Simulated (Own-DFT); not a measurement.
# Misfit strain and the stress it brings: diamond-structure SiGeSn with randomly placed atoms, 64 atoms (Ge48Si8Sn8)

Everything here is calculated. The program is Own-DFT (plane waves, in-house, since retired, never reviewed by a person); positions were held fixed, and spin and spin-orbit coupling were off.

Method: PBE; PseudoDojo norm-conserving scalar-relativistic files; cutoff 49 hartree; 3 x 3 x 3 k mesh centred on Gamma; Fermi-Dirac smearing of 0.1 eV.

Keep in mind: forces on such cells moved up to 12 meV/angstrom on a denser k mesh; stress not checked against mesh or cutoff.

Unstrained cell vectors in Å: (11.467, 0.000, 0.000); (0.000, 11.467, 0.000); (0.000, 0.000, 11.467). The unstrained cell has measured lattice constants (interpolated for alloys), not those of this functional. That, the random moves and any unrelaxed bonds set the pressure at no strain. Each run strains x and y alike by e, as a substrate would, and holds the height along z. Each coordinate of each atom was shifted by a normal deviate of width 0.05 Å. The random placing of the alloy's atoms differs from row to row. Stress is positive in tension.

```
e (%)  u (Å)  (s_xx + s_yy)/2 (GPa)  s_zz (GPa)
-3.00  0.051                 -11.10       -9.27
-2.25  0.053                  -9.29       -7.83
-2.00  0.050                  -8.91       -7.73
-1.75  0.051                      ?           ?
-1.50  0.052                  -7.86       -6.97
-0.75  0.049                  -6.50       -5.88
-0.50  0.051                  -5.78       -5.65
 1.25  0.048                  -2.88       -3.65
 1.50  0.045                  -2.74       -3.39
 2.75  0.049                  -0.74       -2.22
```

## Worked fit

With e as a fraction, the in-plane stress is -5.0 + 176 e - 812 e² GPa (errors 2 and 142, scatter 0.12), and s_zz is -5.0 + 119 e - 685 e² GPa (slope ± 2, scatter 0.10). At e = 0 the first slope is C11 + C12 and the second 2 C12, both with the ions held to the strained lattice and at the cell's own pressure. The term in e² is negative: the layer stiffens under compression and softens under tension. A free layer would change its height as e changes, and the in-plane slope would drop by 2 C12²/C11 to the biaxial modulus. At fixed height, a misfit of 1 % moves the in-plane stress by about 1.8 GPa and s_zz by 1.2 GPa.

## Check

Q: what are the two stresses at e = -1.75 %?

From the fit: -8.4 and -7.3 GPa. The run itself gave -8.31 and -7.27 GPa.
